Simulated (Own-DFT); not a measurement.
# Around an empty site: diamond silicon, 63 atoms (Si63), with one Si vacancy

All numbers below are calculated, not measured. They come from Own-DFT, an in-house plane-wave density functional program, since retired, whose code no person has reviewed. Each row is one single-point run on a periodic cell that was not relaxed, without spin or spin-orbit coupling.

Settings of every run: PBE; PseudoDojo norm-conserving scalar-relativistic files; cutoff 20 hartree; 3 x 3 x 3 k mesh centred on Gamma; Fermi-Dirac smearing of 0.1 eV.

Known limits: not probed for a lower state with spin; forces not confirmed at this smearing and k mesh; stress not checked against mesh or cutoff.

Cell vectors in Å: (10.862, 0.000, 0.000); (0.000, 10.862, 0.000); (0.000, 0.000, 10.862). Every atom was also moved at random, by a Gaussian of width 0.05 Å on each axis. The defect's site can differ from row to row. The empty site has 4 nearest neighbours, all Si. For each, d is its distance from the empty site and R the part of its force along the line away from it, positive outwards. The last column is the rms force component on atoms over 4.5 Å away.

| run | d1 (Å) | d2 (Å) | d3 (Å) | d4 (Å) | R1 (eV/Å) | R2 (eV/Å) | R3 (eV/Å) | R4 (eV/Å) | far F (eV/Å) |
|---|---|---|---|---|---|---|---|---|---|
| 1 | 2.283 | 2.303 | 2.456 | 2.462 | 0.20 | -0.16 | -0.66 | -0.96 | 0.85 |
| 2 | 2.239 | 2.392 | 2.395 | 2.429 | -0.05 | -0.42 | -0.17 | -0.54 | 0.80 |
| 3 | 2.313 | 2.342 | 2.362 | 2.387 | -0.26 | -0.66 | -0.80 | -0.60 | 0.96 |
| 4 | 2.271 | 2.385 | 2.392 | 2.480 | -0.40 | -0.49 | -0.46 | -0.94 | 0.83 |
| 5 | 2.311 | 2.326 | 2.381 | 2.381 | -0.27 | -0.29 | -0.44 | -0.39 | 0.81 |
| 6 | 2.323 | 2.373 | 2.418 | 2.441 | -0.25 | -0.44 | -0.92 | -0.58 | 0.86 |
| 7 | 2.266 | 2.289 | 2.328 | 2.368 | 0.13 | -0.50 | -0.10 | -0.09 | 0.75 |
| 8 | 2.269 | 2.324 | 2.356 | 2.391 | -0.51 | -0.20 | -0.08 | -0.61 | 0.76 |
| 9 | 2.300 | 2.335 | 2.346 | 2.394 | ? | ? | ? | ? | ? |

## Worked fit

A straight line through the 32 neighbours shown gives R = -0.40 - 3.2 (d - 2.357) eV/Å, with a scatter of 0.22 left by the moves of the other atoms. The slope, with an error of 0.6, is the pull back towards the neighbour's own site. The constant, -0.40 ± 0.04 eV/Å, is the force at the mean distance: with one bond gone, the neighbours are pushed inwards, towards the empty site. It shows how a relaxation would start, not where it would end, and it depends somewhat on the width of the random moves.

## Withheld run

Question: what mean R should the neighbours of run 9 feel? Their mean d is 2.344 Å.

The line gives -0.36 ± 0.11 eV/Å, by the scatter of the means of the runs shown. The calculation gave R = 0.09, -0.33, -0.74, -1.06, a mean of -0.51 eV/Å.
